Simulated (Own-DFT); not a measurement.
# Strain and stress in hcp Ru, 36 atoms (Ru36)

Calculated results; nothing here was measured. The program, named Own-DFT, is a retired in-house plane-wave density functional code that no person has reviewed. Each row is one single-point run on a periodic cell that was not relaxed, without spin or spin-orbit coupling.

Settings of every run: PBE; PseudoDojo norm-conserving scalar-relativistic files; cutoff 50 hartree; 5 x 5 x 4 k mesh centred on Gamma; cold (Marzari-Vanderbilt) smearing of 0.2 eV.

Known limits: forces on such cells failed a check on a denser k mesh; stress not checked against mesh or cutoff.

Unstrained cell vectors in Å: (8.118, 0.000, 0.000); (-4.059, 7.030, 0.000); (0.000, 0.000, 8.563). The unstrained cell has measured lattice constants (interpolated for alloys), not those of this functional. That, the random moves and any unrelaxed bonds set the pressure at no strain. Each run strains this cell uniformly, with the atoms carried along. Every atom was also moved at random, by a Gaussian of width 0.05 Å on each axis. Strain is the symmetric tensor, in per cent. Stress is positive in tension, and the pressure is minus a third of its trace.

| run | e_xx (%) | e_yy (%) | e_zz (%) | e_yz (%) | e_xz (%) | e_xy (%) | s_xx (GPa) | s_yy (GPa) | s_zz (GPa) | s_yz (GPa) | s_xz (GPa) | s_xy (GPa) | P (GPa) | E (meV/atom) |
|---|---|---|---|---|---|---|---|---|---|---|---|---|---|---|
| 1 | -1.82 | -1.81 | 0.78 | 0.66 | 1.93 | 1.85 | -23.06 | -23.22 | -12.43 | 2.68 | 7.23 | 8.22 | 19.57 | 80.2 |
| 2 | 0.06 | 0.05 | -0.52 | -0.51 | -0.15 | 1.25 | -7.63 | -7.50 | -10.40 | -2.09 | -0.68 | 4.69 | 8.51 | 0.0 |
| 3 | 0.84 | 0.16 | 1.62 | 0.71 | 0.13 | -0.29 | 0.41 | -2.32 | 4.38 | 2.22 | 0.43 | -1.04 | -0.82 | 8.3 |
| 4 | -0.40 | 0.50 | -0.13 | -1.29 | 1.21 | -1.67 | -10.17 | -6.72 | -9.07 | -5.13 | 3.78 | -7.12 | 8.65 | 32.6 |
| 5 | 0.77 | 0.64 | -1.54 | -1.25 | -1.58 | -0.51 | -3.69 | -6.05 | -16.31 | -5.52 | -6.15 | -2.11 | 8.68 | 22.7 |
| 6 | 0.05 | -1.83 | -0.50 | -0.29 | 1.64 | -0.42 | -13.03 | -20.58 | -15.10 | -1.37 | 7.01 | -1.96 | 16.24 | 44.2 |
| 7 | 0.35 | 0.95 | -1.66 | -0.67 | -1.25 | 0.61 | -5.83 | -5.73 | -17.12 | -2.87 | -5.08 | 2.18 | 9.56 | 23.4 |
| 8 | 0.68 | 1.17 | 0.63 | 1.06 | -1.65 | 0.66 | -0.16 | 1.26 | -0.66 | 4.08 | -6.22 | 2.79 | -0.15 | 8.7 |
| 9 | 0.09 | -1.29 | 0.97 | -0.43 | -1.71 | 0.57 | -8.31 | -13.78 | -4.04 | -1.68 | -6.60 | 2.34 | 8.71 | 26.4 |
| 10 | 1.67 | -0.68 | 1.33 | -0.20 | 0.93 | -0.71 | 2.62 | -6.43 | 2.65 | -0.61 | 3.39 | -3.17 | 0.39 | 13.9 |
| 11 | 0.48 | 0.76 | 0.22 | 1.89 | -0.06 | -0.55 | -3.51 | -0.93 | -4.19 | 6.42 | -0.48 | -1.83 | 2.87 | 6.4 |
| 12 | 1.51 | -1.51 | -1.52 | 1.15 | -0.34 | -1.57 | -6.02 | -17.45 | -18.49 | 4.91 | -1.15 | -6.67 | 13.99 | 43.9 |
| 13 | -0.12 | 1.35 | 0.45 | 1.10 | 0.15 | 1.33 | -5.93 | 1.39 | -2.25 | 3.54 | 0.29 | 4.97 | 2.26 | 10.2 |
| 14 | -1.84 | -0.14 | 1.79 | -0.63 | 1.33 | -1.99 | -15.82 | -11.00 | -0.02 | -2.18 | 4.23 | -8.96 | 8.95 | 42.7 |
| 15 | 1.29 | -1.52 | 0.75 | 0.99 | -1.80 | 1.22 | -2.57 | -12.90 | -4.10 | 3.64 | -7.10 | 5.31 | 6.52 | 30.4 |
| 16 | -0.29 | -0.60 | -1.28 | 0.47 | 1.49 | -0.70 | ? | ? | ? | ? | ? | ? | ? | ? |

E is the free energy for each atom above the lowest run shown.

## Worked fit

Each stress component was fitted by least squares to a constant and the strains of the runs shown, as fractions, with shears doubled. Shear strains stay in the fit of a normal stress only where such slopes are resolved. The slopes, in GPa:

```
stress,at no strain,per e_xx,per e_yy,per e_zz,scatter
s_xx,-8.1,607 ± 20,244 ± 18,168 ± 19,0.76
s_yy,-8.4,252 ± 21,628 ± 19,201 ± 20,0.80
s_zz,-8.4,216 ± 19,219 ± 17,673 ± 18,0.71
```

Each shear stress against twice its own strain: yz 191 ± 6, xz 194 ± 5, xy 209 ± 5 GPa. These are stiffnesses along x, y and z of the frame in which the cell vectors are given, which need not be the crystal's axes. The atoms are held to the strained lattice; where symmetry lets them move under strain, relaxing them would lower some slopes. The table should be nearly symmetric about its diagonal, and what it lacks of that shows the noise. A ninth of its sum, 356 ± 8 GPa, estimates the bulk modulus near the mean pressure of these runs, 7.6 GPa, so it lies above the value at zero pressure.

## Withheld run

Question: what normal stresses and pressure should run 16 give?

The fit gives s_xx = -13.5, s_yy = -15.5, s_zz = -19.0 and P = 16.0 GPa. The calculation gave -13.95, -14.13, -19.42 and P = 15.83 GPa.
